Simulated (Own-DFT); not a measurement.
# Point defects and the pressure they add: wurtzite GaN

Calculated, not measured: single-point runs of Own-DFT, a retired in-house plane-wave DFT program that no person has reviewed, on unrelaxed cells, without spin or spin-orbit coupling.

Settings: PBE; PseudoDojo norm-conserving scalar-relativistic files; cutoff 42 hartree; 4 x 4 x 3 k mesh centred on Gamma; Fermi-Dirac smearing of 0.1 eV.

Keep in mind (not all hold for every row): not probed for a lower state with spin; forces not confirmed at this smearing and k mesh; stress not checked against mesh or cutoff.

All runs share one cell, with vectors in Å (9.567, 0.000, 0.000); (-4.784, 8.285, 0.000); (0.000, 0.000, 10.370) and a volume of 822.0 Å³. The atoms are randomly displaced, by u rms on each axis. The defect's site can differ from row to row.

```
               cell  formula   u (Å)  P (GPa)
          no defect  Ga36N36  0.0188     5.89
          no defect  Ga36N36  0.0197     5.89
          no defect  Ga36N36  0.0459     7.34
 one N on a Ga site  Ga35N37  0.0313     5.58
 one N on a Ga site  Ga35N37  0.0463     6.41
 one N on a Ga site  Ga35N37  0.0506     7.26
one Ga on an N site  Ga37N35  0.0302    12.16
one Ga on an N site  Ga37N35  0.0315    11.71
one Ga on an N site  Ga37N35  0.0495        ?
one Ga on an N site  Ga37N35  0.0507    13.53
```

## Worked fit

P = P0 + c u² + a shift for each defect gives P0 = 5.50 GPa, c = 920 ± 103 GPa/Å² and a scatter of 0.23 GPa. The shifts, and each times the cell's volume:

- one Ga on an N site: 5.60 ± 0.20 GPa, 28.7 eV
- one N on a Ga site: -0.83 ± 0.21 GPa, -4.2 eV

Against the defect-free cell, a freed cell would be larger where the shift is positive and smaller where it is negative (160.2 GPa Å³ is 1 eV). The atoms around the defects weren't relaxed, which would change these numbers.

## The run left out

Q: what pressure belongs in the blank (one Ga on an N site, u = 0.0495 Å)?

The fit gives 13.35 ± 0.29 GPa. The calculation gave 13.23 GPa.
